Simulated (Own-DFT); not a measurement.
# Composition and what it changes: diamond-structure SiGe

Calculated results; nothing here was measured. The program, named Own-DFT, is a retired in-house plane-wave density functional code that no person has reviewed. Each row is one single-point run on a periodic cell that was not relaxed, without spin or spin-orbit coupling.

Settings of every run: PBE; PseudoDojo norm-conserving scalar-relativistic files; cutoff 42 hartree; 5 x 5 x 5 k mesh centred on Gamma; Fermi-Dirac smearing of 0.1 eV.

Known limits, some of them of some rows only: forces on such cells failed a check on a denser k mesh; forces on such cells moved up to 12 meV/angstrom on a denser k mesh; forces on such cells passed a denser k mesh, each cell not checked; stress not checked against mesh or cutoff.

Each cell has 16 atoms, with Ge and Si placed at random on their shared sites; x is the share of Ge. Lattice constants follow the straight line between measured values of the end members, and atoms start on the ideal sites of that lattice. Every atom was also moved at random, by a Gaussian of width 0.03 Å on each axis. u is the rms move along one axis. dE is the free energy for each Ge or Si site above the straight-line part, a + b x, of the fit below.

| x | cell | u (Å) | volume (Å³/atom) | P (GPa) | dE (meV/site) |
|---|---|---|---|---|---|
| 0.125 | Ge2Si14 | 0.0301 | 20.340 | 2.18 | 1.6 |
| 0.125 | Ge2Si14 | 0.0338 | 20.340 | 2.37 | 18.7 |
| 0.125 | Ge2Si14 | 0.0370 | 20.340 | 2.39 | 14.4 |
| 0.125 | Ge2Si14 | 0.0274 | 20.340 | 2.27 | 5.5 |
| 0.250 | Ge4Si12 | 0.0311 | 20.659 | 2.50 | 21.3 |
| 0.250 | Ge4Si12 | 0.0303 | 20.659 | 2.42 | 18.3 |
| 0.250 | Ge4Si12 | 0.0313 | 20.659 | 2.48 | 18.3 |
| 0.250 | Ge4Si12 | 0.0332 | 20.659 | 2.28 | 10.6 |
| 0.500 | Ge8Si8 | 0.0288 | 21.306 | 2.84 | 25.5 |
| 0.500 | Ge8Si8 | 0.0239 | 21.306 | 2.62 | 12.8 |
| 0.500 | Ge8Si8 | 0.0326 | 21.306 | 2.67 | 17.3 |
| 0.500 | Ge8Si8 | 0.0278 | 21.306 | 2.69 | 14.3 |
| 0.750 | Ge12Si4 | 0.0335 | 21.966 | ? | ? |
| 0.875 | Ge14Si2 | 0.0267 | 22.302 | 3.60 | 6.9 |
| 0.875 | Ge14Si2 | 0.0279 | 22.302 | 3.58 | 5.4 |
| 0.875 | Ge14Si2 | 0.0321 | 22.302 | 3.67 | 10.8 |
| 0.875 | Ge14Si2 | 0.0316 | 22.302 | 3.64 | 10.3 |

## Worked fit

Fit E = a + b x + W x (1 - x) + k (u² - 0.03²) to the rows shown. It gives W = 78 ± 22 meV/site and k = 15 ± 7 eV/Å², with a scatter of 4.8 meV/site. Part of W is bond strain that relaxing the atoms would remove. The pressures follow P = 2.29 - 0.01 x + 1.75 x² GPa, with a scatter of 0.09.

## Withheld member

Question: what pressure and dE should the cell at x = 0.750 give?

The fits give 3.3 GPa and 18 meV/site. The calculation gave 3.25 GPa and 14.7 meV/site.
